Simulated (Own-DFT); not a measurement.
# Shaking the atoms of monoclinic HfO2, 96 atoms (Hf32O64)

All numbers below are calculated, not measured. The program, named Own-DFT, is a retired in-house plane-wave density functional code that no person has reviewed. Each row is one single-point run on a periodic cell that was not relaxed, without spin or spin-orbit coupling.

Settings of every run: PBE; PseudoDojo norm-conserving scalar-relativistic files; cutoff 72 hartree; 2 x 2 x 2 k mesh centred on Gamma; Fermi-Dirac smearing of 0.1 eV.

Known limits, some of them of some rows only: some atoms lie very close together; hafnium file: forces about 75 meV/angstrom off all-electron values; oxygen file: force components 24 meV/angstrom off all-electron in a glass; forces on such cells passed a denser k mesh, each cell not checked; stress not checked against mesh or cutoff.

Cell vectors in Å: (10.234, 0.000, 0.000); (0.000, 10.350, 0.000); (-1.696, 0.000, 10.445). In each run every atom was moved at random and independently from its ideal site; u is the rms move along one axis. E is the free energy for each atom above the fitted value at u = 0, and F the rms of the force components.

```
run   u (Å)  E (meV/atom)  F (eV/Å)  largest force (eV/Å)  P (GPa)
  1  0.0192           8.5     0.396                  1.44     3.83
  2  0.0200          11.4     0.434                  1.68     4.01
  3  0.0212             ?         ?                     ?        ?
  4  0.0472          63.3     1.134                  4.35     5.73
  5  0.0514          65.8     1.078                  4.81     5.93
  6  0.0762         144.3     1.735                  7.51     8.40
  7  0.0842         166.1     1.752                  8.62     9.17
  8  0.0863         217.4     2.218                 10.98    10.99
  9  0.1169         360.9     3.033                 17.61    15.80
 10  0.1481         613.4     4.157                 17.32    23.53
```

## Worked fit

For small independent moves the energy grows as E = (3/2) K u², with K the mean stiffness felt by one atom. The runs with u up to 0.11 Å give K = 17.4 ± 0.8 eV/Å², with residuals divided by u² + 0.0006 Å², since the noise grows with the moves. The scatter is 6.5 meV/atom at u = 0.05 Å. The forces follow F = G u with G = 22.4 eV/Å²; no force at u = 0 is resolved. G exceeds K because the moves of its neighbours add to the force on an atom, and stiffness differs between atoms. At u = 0.148 Å the parabola gives 572 meV/atom and the run 613. The pressure follows P = 3.60 + 881 u² GPa: at fixed volume, shortened bonds push harder than stretched ones pull.

## Withheld run

Question: what energy and rms force should run 3 give?

The fit gives 12 ± 2 meV/atom and about 0.47 eV/Å. The calculation gave 11.3 meV/atom and 0.462 eV/Å.
